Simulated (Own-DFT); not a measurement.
# Shaking the atoms of beta-Si3N4, 112 atoms (N64Si48)

Calculated results; nothing here was measured. The program, named Own-DFT, is a retired in-house plane-wave density functional code that no person has reviewed. Each row is one single-point run on a periodic cell that was not relaxed, without spin or spin-orbit coupling.

Settings of every run: PBE; PseudoDojo norm-conserving scalar-relativistic files; cutoff 42 hartree; 2 x 2 x 4 k mesh centred on Gamma; Fermi-Dirac smearing of 0.1 eV.

Known limits, some of them of some rows only: some atoms lie very close together; forces on such cells moved up to 12 meV/angstrom on a denser k mesh; stress not checked against mesh or cutoff.

Cell vectors in Å: (15.212, 0.000, 0.000); (-7.606, 13.174, 0.000); (0.000, 0.000, 5.818). In each run every atom was moved at random and independently from its ideal site; u is the rms move along one axis. E is the free energy for each atom above the fitted value at u = 0, and F the rms of the force components.

```
run,u (Å),E (meV/atom),F (eV/Å),largest force (eV/Å),P (GPa)
1,0.0190,18.8,0.802,3.18,5.48
2,0.0200,20.9,0.847,2.77,5.55
3,0.0477,124.4,2.162,8.89,8.27
4,0.0518,131.2,2.193,8.05,8.47
5,0.0985,?,?,?,?
6,0.1025,554.0,5.417,28.93,20.06
7,0.1512,1039.0,7.908,47.94,30.61
```

## Worked fit

For small independent moves the energy grows as E = (3/2) K u², with K the mean stiffness felt by one atom. The runs with u up to 0.11 Å give K = 34.7 ± 1.0 eV/Å², with residuals divided by u² + 0.0006 Å², since the noise grows with the moves. The scatter is 6.1 meV/atom at u = 0.05 Å. The forces follow F = G u with G = 45.2 eV/Å²; no force at u = 0 is resolved. G exceeds K because the moves of its neighbours add to the force on an atom, and stiffness differs between atoms. At u = 0.151 Å the parabola gives 1191 meV/atom and the run 1039. The pressure follows P = 4.89 + 1440 u² GPa: at fixed volume, shortened bonds push harder than stretched ones pull.

## Withheld run

Question: what energy and rms force should run 5 give?

The fit gives 506 ± 25 meV/atom and about 4.45 eV/Å. The calculation gave 528.3 meV/atom and 5.648 eV/Å. This run lies off the fit, by chance or by something that the fit leaves out.
